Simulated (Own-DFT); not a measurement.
# A layer strained by its substrate: wurtzite AlGaN with randomly placed atoms, 72 atoms (Al9Ga27N36)

Source: density functional calculations with Own-DFT, an unreviewed in-house program that is no longer used. Nothing was measured or relaxed, and spin and spin-orbit coupling are left out.

Common settings: PBE; PseudoDojo norm-conserving scalar-relativistic files (stringent for Ga); cutoff 96 hartree; 4 x 4 x 3 k mesh centred on Gamma; Gaussian smearing of 0.01 eV.

Limits: forces on such cells passed a denser k mesh, each cell not checked; stress not checked against mesh or cutoff.

Unstrained cell vectors in Å: (9.509, 0.000, 0.000); (-4.755, 8.235, 0.000); (0.000, 0.000, 10.268). The unstrained cell has measured lattice constants (interpolated for alloys), not those of this functional. That, the random moves and any unrelaxed bonds set the pressure at no strain. Each run strains x and y alike by e, as a substrate would, and holds the height along z. Random moves of width 0.05 Å per axis were added to every atom. The random placing of the alloy's atoms differs from row to row. Stress is positive in tension.

```
e (%),u (Å),(s_xx + s_yy)/2 (GPa),s_zz (GPa)
-2.50,0.050,-22.43,-10.95
-2.25,0.050,-21.00,-9.79
-1.50,0.045,-13.83,-12.23
0.25,0.047,-5.61,-6.49
0.50,0.049,?,?
0.75,0.049,-1.79,-8.29
1.25,0.048,-0.42,-5.49
1.50,0.047,0.93,-5.37
2.25,0.048,4.22,-3.77
2.75,0.047,5.92,-2.31
```

## What the rows give

With e as a fraction, the in-plane stress is -6.2 + 543 e - 4000 e² GPa (errors 14 and 1011, scatter 0.76), and s_zz is -7.6 + 161 e GPa (slope ± 24, scatter 1.33). At e = 0 the first slope is C11 + C12 and the second 2 C13, both with the ions held to the strained lattice and at the cell's own pressure. The term in e² is negative: the layer stiffens under compression and softens under tension. A free layer would change its height as e changes, and the in-plane slope would drop by 2 C13²/C33 to the biaxial modulus. At fixed height, a misfit of 1 % moves the in-plane stress by about 5.4 GPa and s_zz by 1.6 GPa.

## Prediction

Asked: what are the two stresses at e = 0.50 %?

The fitted form gives -3.5 and -6.8 GPa. The calculation gave -5.11 and -4.05 GPa.
